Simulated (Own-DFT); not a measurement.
## Calculated data, Si₃N₄ (beta silicon nitride, strained, atoms displaced), GaP (zincblende, strained, atoms displaced), SiC (4H silicon carbide, atoms displaced)

A calculation, not a measurement: plane-wave PBE density functional theory by an unreviewed code, no spin, of a simulated periodic cell, stress positive in tension, free energy of the whole cell less one offset for each atom, forces on such cells passed a denser k mesh, this cell's mesh not checked; offsets are fitted by least squares, one for each functional and potential file, so energies compare only between cells with the same atoms and settings and are not formation energies; the far tail of each file's local potential was reset to the Coulomb form; each entry is a single point on an unrelaxed cell, so the pressure reflects the starting lattice, mostly measured values (interpolated for alloys), from which strain is counted, and rises with the displacements; printed positions are rounded, which can move forces by about a meV/angstrom; the program, named Own-DFT, is a retired in-house code; no spin-orbit coupling. Program: Own-DFT development build.

Settings shared by all entries: functional PBE; potential files PseudoDojo norm-conserving, scalar-relativistic, standard set; wave cutoff 42 hartree; occupations Fermi-Dirac; smearing width 0.1 eV.

(1) 
```xyz
42
Lattice="7.6421 0.0294 -0.1077 -3.7956 6.6764 -0.0161 -0.1235 -0.0927 8.5818" Properties=species:S:1:pos:R:3:force_x:R:1:force_y:R:1:force_z:R:1 formula=Si3N4 k_mesh=3_x_3_x_3_centred_on_Gamma free_energy_of_cell_above_offsets=-3.586 pressure=6.9 stress_xx=-2.68 stress_yy=-3.63 stress_zz=-14.41 stress_yz=-1.12 stress_xz=-3.51 stress_xy=0.06
Si    -1.5643     5.1376     0.7274      1.336      0.262     -2.782
Si     0.1834     2.6466     0.7960      1.436      1.867      -3.29
Si     1.4522     5.4911     0.6707     -2.026     -0.747     -1.839
Si     5.5079     1.4750     2.0802     -3.311       1.85     -1.897
Si     3.6200     3.9011     2.0768     -0.204      0.401     -0.278
Si     2.4402     1.0700     2.1367      0.027      2.136      -0.82
N      2.4486     0.1628     0.6626      0.034       0.44      0.789
N      6.2618     2.0116     0.6821     -0.071      -0.35     -0.946
N      2.7489     4.4065     0.6555        1.6     -0.236      0.196
N      1.5326     6.4984     2.0585     -0.411     -1.258      -0.63
N     -2.3762     4.6368     2.0372     -3.437     -1.154      2.507
N      1.0492     2.1590     2.1575     -0.307     -0.385       1.05
N     -0.0328     4.4293     0.6096      2.638      0.211      1.059
N      3.7939     2.1880     2.0272      1.351     -0.867      0.588
Si    -1.6505     5.0828     3.4879      1.724      0.821      1.368
Si     0.1605     2.6782     3.5815     -0.008      0.834     -1.174
Si     1.3795     5.5394     3.4077     -0.281     -2.218      3.803
Si     5.2473     1.5230     4.8539      3.722     -0.653      2.287
Si     3.5644     3.8467     4.8438     -0.438      3.895      3.524
Si     2.4192     1.1418     4.9575     -2.657      0.824      1.016
N      2.4057     0.2009     3.6026     -0.135     -2.566     -2.279
N      6.1788     2.0193     3.4465      1.103      0.615      2.472
N      2.7861     4.4672     3.5429     -1.155      0.525     -3.653
N      1.3125     6.4301     4.9466     -0.094      1.215     -1.564
N     -2.5208     4.6121     4.8605      0.122     -0.053      2.385
N      0.8824     2.1005     4.9655      2.921     -0.788     -0.037
N     -0.0043     4.4442     3.5123     -0.174     -0.206     -0.526
N      3.7163     2.2187     4.9277       0.33      -1.44     -0.092
Si    -1.6517     5.1050     6.4059     -2.158     -0.709     -0.941
Si     0.1322     2.6753     6.3511       1.02     -0.971      3.007
Si     1.2182     5.4239     6.3494      1.158     -0.034      0.137
Si     5.3184     1.3989     7.8266      1.563      3.351     -2.262
Si     3.5329     3.8518     7.8170      -0.52      0.925     -1.774
Si     2.4008     1.0512     7.8229      -2.86      1.695      0.563
N      2.3315     0.1821     6.3523      0.184     -1.787      0.882
N      6.2807     1.9985     6.2821     -5.105      -2.36       0.86
N      2.6507     4.4424     6.3509      1.864     -1.506     -0.161
N      1.3807     6.4366     7.8217      -0.79     -3.203     -0.218
N     -2.4808     4.6029     7.8862     -2.169     -0.613     -1.841
N      0.9324     2.1874     7.8753      0.862     -1.287     -0.202
N     -0.1589     4.3332     6.3026      1.793      2.498      0.415
N      3.7187     2.1047     7.7445      1.522      1.026      0.299
```

Units: free_energy_of_cell_above_offsets in eV; pressure, stress_xx, stress_yy, stress_zz, stress_yz, stress_xz, stress_xy in GPa; force_x, force_y, force_z in eV/Å.

(2) 
```xyz
64
Lattice="10.8620 0.0000 0.0000 0.0000 10.8620 0.0000 0.0000 0.0000 10.9439" Properties=species:S:1:pos:R:3:force_x:R:1:force_y:R:1:force_z:R:1 formula=GaP hardware=one_NVIDIA_H100 k_mesh=3_x_3_x_3_centred_on_Gamma free_energy_of_cell_above_offsets=-34.963 pressure=3.14 stress_xx=-3.34 stress_yy=-3.28 stress_zz=-2.79 stress_yz=0.12 stress_xz=0.4 stress_xy=0.35 wall_time=510.8
Ga    10.8500    10.8254     0.0125      0.004      0.629      0.143
Ga    10.8128     2.7444     2.7457      0.354     -0.157      0.321
Ga     2.7216    10.8206     2.7249     -0.118      0.755     -0.317
Ga     2.7399     2.7043     0.0320     -0.046      0.305     -0.293
P      1.3413     1.4228     1.3672      0.006     -0.787      0.305
P      1.3651     4.1305     4.1194     -0.263     -0.714     -0.127
P      4.0430     1.3679     4.1228       0.17     -0.444     -0.674
P      4.1022     4.1028     1.3874     -0.719     -0.292     -0.016
Ga     0.0011    10.8157     5.5023      0.195      0.662     -0.268
Ga    10.8113     2.6690     8.2150      0.642      0.265     -0.153
Ga     2.7254    10.8488     8.2356     -0.341      0.249      0.053
Ga     2.7152     2.6688     5.4208      -0.42      0.736      0.411
P      1.3980     1.3668     6.8126     -0.553     -0.311      0.389
P      1.3630     4.0370     9.5669      0.068       0.39     -0.067
P      4.0787     1.3624     9.5774     -0.023     -0.426      0.327
P      4.0399     4.0460     6.8491      0.218     -0.113     -0.582
Ga     0.0148     5.4202     0.0533      0.013      0.171     -0.903
Ga     0.0133     8.1917     2.7440     -0.055      0.059     -0.354
Ga     2.7224     5.4259     2.7556     -0.163      0.268     -0.329
Ga     2.7060     8.1483     0.0398     -0.576      0.015     -0.199
P      1.3192     6.8038     1.3966      0.495     -0.164      0.113
P      1.3490     9.5474     4.0602      0.184     -0.445       0.68
P      4.0957     6.7316     4.1042     -0.222      0.629      0.246
P      4.0627     9.4615     1.3775      0.195      0.279       0.16
Ga    10.8162     5.4322     5.4409      0.209      0.241      0.643
Ga    10.8546     8.1272     8.1560      0.358       0.54      0.428
Ga     2.7463     5.4285     8.1348     -0.379      0.124      1.158
Ga     2.7163     8.1543     5.4824     -0.029     -0.111     -0.441
P      1.3829     6.8051     6.8681     -0.414     -0.298      -0.73
P      1.3252     9.5241     9.6069      0.317     -0.425     -0.423
P      4.0361     6.8352     9.6188      0.122     -0.662     -0.537
P      4.0415     9.5146     6.8539       0.28      0.379      -0.52
Ga     5.4346    10.8096     0.0087     -0.033     -0.028     -0.407
Ga     5.3571     2.7003     2.7331       0.71      0.106      0.163
Ga     8.1611    10.8478     2.7136     -0.286       0.16      0.069
Ga     8.1109     2.7293     0.0124     -0.049     -0.773      -0.01
P      6.7242     1.3244     1.3659      0.463       0.27      0.271
P      6.7750     4.1128     4.0938     -0.005     -0.576     -0.266
P      9.4766     1.3452     4.1260      0.346     -0.019     -0.168
P      9.4944     4.0365     1.3185      -0.16      0.408      0.454
Ga     5.4320     0.0464     5.4254     -0.078     -0.565      0.427
Ga     5.3636     2.7405     8.2241      0.661     -0.495     -0.149
Ga     8.1750    10.8601     8.1352     -0.417      0.064      1.056
Ga     8.1461     2.7509     5.4335     -0.373     -0.285      0.231
P      6.7790     1.3258     6.8162     -0.104      0.791      0.193
P      6.7422     4.0133     9.6371      0.059      0.963     -0.682
P      9.5059     1.3659     9.5940     -0.499     -0.444      0.018
P      9.4619     4.0518     6.8648      0.502      0.057     -0.464
Ga     5.3887     5.4350     0.0298        0.3       0.29     -0.436
Ga     5.4400     8.1194     2.7367     -0.286      0.307      0.527
Ga     8.1450     5.4072     2.6890      0.074      0.582      0.141
Ga     8.1186     8.1078    10.9325      0.476     -0.239      0.382
P      6.7274     6.8288     1.3704      0.781     -0.765     -0.182
P      6.7946     9.4994     4.1129     -0.342      0.277     -0.458
P      9.5559     6.8579     4.0772     -0.826     -0.608      0.051
P      9.4805     9.4855     1.3457       0.03     -0.051      0.166
Ga     5.4109     5.3761     5.4823      0.317      0.508       0.35
Ga     5.3575     8.1957     8.2137      0.688     -0.455      0.187
Ga     8.1340     5.4032     8.1739     -0.255      0.506      0.824
Ga     8.1420     8.1916     5.4383      0.223     -0.427      0.307
P      6.7978     6.8294     6.8321     -0.461      -0.28      0.039
P      6.8329     9.4162     9.6223     -0.587      1.207     -1.026
P      9.5459     6.8698     9.5614     -0.436     -1.364      0.241
P      9.5096     9.5170     6.8432      0.057      -0.47     -0.293
```

Units: free_energy_of_cell_above_offsets in eV; pressure, stress_xx, stress_yy, stress_zz, stress_yz, stress_xz, stress_xy in GPa; wall_time in s; force_x, force_y, force_z in eV/Å.

(3) 
```xyz
32
Lattice="6.1654 0.0000 0.0000 -3.0827 5.3394 0.0000 0.0000 0.0000 10.0681" Properties=species:S:1:pos:R:3:force_x:R:1:force_y:R:1:force_z:R:1 formula=SiC hardware=one_NVIDIA_H100 k_mesh=5_x_5_x_3_centred_on_Gamma free_energy_of_cell_above_offsets=4.232 pressure=11.55 stress_xx=-11.19 stress_yy=-8.06 stress_zz=-15.41 stress_yz=-0.16 stress_xz=0.9 stress_xy=0.09 wall_time=116.1
Si     3.1218     5.2658     4.1733      0.257      1.769     -4.336
Si    -0.0731     1.8366     1.6302      1.881     -1.081     -2.706
C      3.0796     5.2905     0.8531     -0.584      0.933      8.922
C     -0.0569     1.9283     3.4069      0.165     -2.272      2.747
Si    -1.5682     2.7355     4.1476     -0.308     -0.558     -6.209
Si    -1.3834     4.4587     1.3478     -9.763      -4.14      4.044
C     -1.4673     2.7029     0.7716      -1.38      -1.41      3.611
C     -1.4358     4.4580     3.4873     -2.057      0.054     -0.735
Si     0.1020     5.3074     3.9569     -1.791       1.97      1.952
Si     3.0117     1.7461     1.5505      0.648      1.114     -1.102
C     -0.0256     5.1923     1.0738       5.96       7.27     -4.382
C      2.9078     1.8340     3.3825      3.562     -1.306      1.482
Si     1.5332     2.6193     4.2099     -1.824      1.006     -3.236
Si     1.4529     4.4960     1.5980      4.661     -3.405     -0.724
C      1.5540     2.5869     0.7956     -1.317      1.296       4.15
C      1.5691     4.4168     3.4448      1.465     -0.121      1.204
Si     6.1095     0.0961     9.3210      0.429      0.116     -7.628
Si     3.2400     3.6382     6.5776      -3.66     -0.164       2.62
C      6.1026     0.0780     5.9377      1.446     -1.331      1.461
C      2.9973     3.7103     8.7145      1.671     -2.302     -3.946
Si    -1.4938     2.6175     9.0767     -2.127      3.643     -0.044
Si     4.6372     0.9688     6.5202     -0.939     -0.564      2.381
C      4.5475     2.6429     5.8214      1.558       1.35      5.066
C      4.5612     0.9770     8.5104      2.103     -1.557     -1.976
Si     3.1353     0.0473     9.0188     -1.174     -1.974      1.957
Si     0.1010     3.6582     6.5138     -3.006     -0.975      2.979
C      3.1215     0.0411     6.1079     -1.162      1.042     -2.814
C      0.0228     3.5225     8.5565     -1.854       2.09     -3.315
Si     1.4429     2.6857     9.1049      3.442     -0.275      0.059
Si     1.4722     0.8856     6.6261      1.209      0.411      1.655
C      1.3882     2.6453     5.9854      4.162     -0.677      0.467
C      1.5729     0.8911     8.7102     -1.675      0.049     -3.604
```

Units: free_energy_of_cell_above_offsets in eV; pressure, stress_xx, stress_yy, stress_zz, stress_yz, stress_xz, stress_xy in GPa; wall_time in s; force_x, force_y, force_z in eV/Å.

(4) 
```xyz
64
Lattice="10.8620 0.0000 0.0000 0.0000 10.8620 0.0000 0.0000 0.0000 10.9439" Properties=species:S:1:pos:R:3:force_x:R:1:force_y:R:1:force_z:R:1 formula=GaP k_mesh=3_x_3_x_3_centred_on_Gamma free_energy_of_cell_above_offsets=-29.040 pressure=4.58 stress_xx=-4.68 stress_yy=-4.76 stress_zz=-4.32 stress_yz=1.23 stress_xz=0.37 stress_xy=-0.26
Ga    10.8032     0.0923     0.0221       0.49     -1.646     -0.767
Ga     0.0087     2.8232     2.7641     -0.681     -1.076      -2.07
Ga     2.8170     0.0187     2.6871     -0.938      0.461     -0.354
Ga     2.6947     2.6752    10.8670     -0.085      0.491      1.142
P      1.3083     1.2741     1.3001      1.014      1.491      1.232
P      1.2211     4.1161     4.0111      2.409      0.259      1.265
P      4.0715     1.3751     4.0052      1.348     -0.223      0.509
P      4.0510     4.1844     1.5181      0.484     -1.298     -1.845
Ga    10.8113     0.1437     5.4736      0.665      -0.31     -0.228
Ga     0.0467     2.8314     8.1537     -0.469     -0.442      1.437
Ga     2.6702     0.0073     8.1214     -0.495      0.489      0.608
Ga     2.7236     2.5535     5.3873      0.213       2.18     -0.075
P      1.3684     1.5179     6.8490     -0.265     -1.263      0.052
P      1.2828     4.1803     9.7062       1.92     -1.765     -2.047
P      4.0258     1.3229     9.5583      0.614      0.031     -0.124
P      4.1688     4.1638     6.9122     -1.123     -0.314     -0.892
Ga    10.8044     5.3873    10.8324      0.506      1.557      2.282
Ga    10.7655     8.1915     2.7094      1.573      0.623      0.271
Ga     2.7291     5.4961     2.7573     -1.055      -0.59      0.341
Ga     2.7709     8.0930     0.0143     -0.543      0.542     -0.337
P      1.4172     6.8053     1.4540     -1.178      0.271     -1.191
P      1.5040     9.6876     4.1313     -1.874     -0.771     -0.213
P      3.9566     6.7411     4.1405      2.287      0.521     -0.038
P      4.0660     9.5171     1.3845     -0.493      -0.44     -0.308
Ga     0.0525     5.4022     5.4805     -0.516      1.358     -0.473
Ga    10.8191     8.1138     8.2181      0.145     -0.103     -0.536
Ga     2.5448     5.4148     8.1524      2.145     -0.636      1.402
Ga     2.6545     8.1068     5.3187      0.167      1.011      1.424
P      1.4768     6.7595     6.8282     -2.011      1.294     -0.913
P      1.3755     9.4761     9.4746     -0.256      0.136      1.266
P      4.2063     6.9122     9.5593     -1.667     -2.089      0.467
P      4.0468     9.5898     6.8917     -0.032      -2.15     -0.198
Ga     5.3492    10.8333     0.1112      0.784      0.381      -1.37
Ga     5.5061     2.7540     2.6793     -0.082      0.453      1.079
Ga     8.1034     0.0696     2.7174      0.384     -0.329      0.029
Ga     8.0186     2.7477     0.0446      2.741     -0.566      0.034
P      6.7774     1.3974     1.3025     -0.565     -0.673      0.749
P      6.8920     4.0315     4.2783     -0.744      0.791     -1.933
P      9.5178     1.4566     4.0221      -0.44     -0.271      0.462
P      9.5603     4.1601     1.2544     -1.449     -0.933      1.635
Ga     5.3827    10.7709     5.5895      0.996      1.456     -1.276
Ga     5.4025     2.7649     8.2262      0.801     -0.539      0.234
Ga     7.9179     0.0654     8.2509      2.621     -0.312     -0.147
Ga     8.2595     2.7830     5.5627      0.245     -0.872     -0.404
P      6.9046     1.3884     6.8206     -1.903      0.675     -0.317
P      6.9099     4.0574     9.6525     -2.814      0.129     -0.446
P      9.5137     1.2898     9.6058     -0.975      1.614      -1.15
P      9.5648     4.1319     6.8389     -0.221       0.17      0.505
Ga     5.4137     5.4422     0.0084      0.526      0.526      0.555
Ga     5.3409     8.3086     2.8021      0.784     -1.109      0.627
Ga     8.1560     5.5644     2.7471     -0.338     -1.683     -0.424
Ga     8.2458     8.1740    10.9139     -0.448     -0.785      0.363
P      6.7939     6.9084     1.4843     -0.686     -0.052     -1.156
P      6.8365     9.5592     4.1598     -0.484     -0.358      0.308
P      9.3804     6.9372     3.9909      1.864     -0.951      1.419
P      9.5162     9.5251     1.3227     -0.241       0.65      0.321
Ga     5.5428     5.5236     5.5025     -1.467     -1.128      -0.86
Ga     5.4731     8.1463     8.2781      1.118      0.921     -1.617
Ga     8.1117     5.2923     8.2914      0.792      1.049       -1.3
Ga     8.1562     8.0090     5.5511      1.418       3.01      -1.49
P      6.9638     6.6972     6.6819     -1.562     -0.203       3.84
P      6.8824     9.5149     9.5955      -1.43     -0.452      0.754
P      9.5034     6.6353     9.5930     -0.709      2.015     -1.045
P      9.5415     9.5329     6.7582     -0.812     -0.224      0.933
```

Units: free_energy_of_cell_above_offsets in eV; pressure, stress_xx, stress_yy, stress_zz, stress_yz, stress_xz, stress_xy in GPa; force_x, force_y, force_z in eV/Å.
